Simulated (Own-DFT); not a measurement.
# Energy and forces against displacement in beta-Si3N4, 42 atoms (N24Si18)

These are calculations, not measurements. They come from Own-DFT, an in-house plane-wave density functional program, since retired, whose code no person has reviewed. Each row is one single-point run on a periodic cell that was not relaxed, without spin or spin-orbit coupling.

Settings of every run: PBE; PseudoDojo norm-conserving scalar-relativistic files; cutoff 42 hartree; 3 x 3 x 3 k mesh centred on Gamma; Fermi-Dirac smearing of 0.1 eV.

Known limits, some of them of some rows only: some atoms lie very close together; forces on such cells passed a denser k mesh, each cell not checked; stress not checked against mesh or cutoff.

Cell vectors in Å: (7.606, 0.000, 0.000); (-3.803, 6.587, 0.000); (0.000, 0.000, 8.727). In each run every atom was moved at random and independently from its ideal site; u is the rms move along one axis. E is the free energy for each atom above the fitted value at u = 0, and F the rms of the force components.

| run | u (Å) | E (meV/atom) | F (eV/Å) | largest force (eV/Å) | P (GPa) |
|---|---|---|---|---|---|
| 1 | 0.0218 | 18.3 | 0.870 | 2.89 | 5.61 |
| 2 | 0.0224 | 25.0 | 0.976 | 3.22 | 5.67 |
| 3 | 0.0483 | 112.6 | 2.069 | 8.40 | 8.24 |
| 4 | 0.0537 | 129.3 | 2.087 | 10.66 | 8.03 |
| 5 | 0.1008 | ? | ? | ? | ? |
| 6 | 0.1059 | 433.0 | 4.210 | 19.02 | 16.98 |
| 7 | 0.1081 | 577.5 | 5.360 | 23.42 | 20.96 |
| 8 | 0.1539 | 982.0 | 6.927 | 31.96 | 28.54 |

## Worked fit

For small independent moves the energy grows as E = (3/2) K u², with K the mean stiffness felt by one atom. The runs with u up to 0.11 Å give K = 30.0 ± 1.9 eV/Å², with residuals divided by u² + 0.0006 Å², since the noise grows with the moves. The scatter is 13.3 meV/atom at u = 0.05 Å. The forces follow F = G u with G = 42.6 eV/Å²; no force at u = 0 is resolved. G exceeds K because the moves of its neighbours add to the force on an atom, and stiffness differs between atoms. At u = 0.154 Å the parabola gives 1065 meV/atom and the run 982. The pressure follows P = 4.99 + 1223 u² GPa: at fixed volume, shortened bonds push harder than stretched ones pull.

## Withheld run

Question: what energy and rms force should run 5 give?

The fit gives 457 ± 54 meV/atom and about 4.30 eV/Å. The calculation gave 438.8 meV/atom and 4.371 eV/Å.
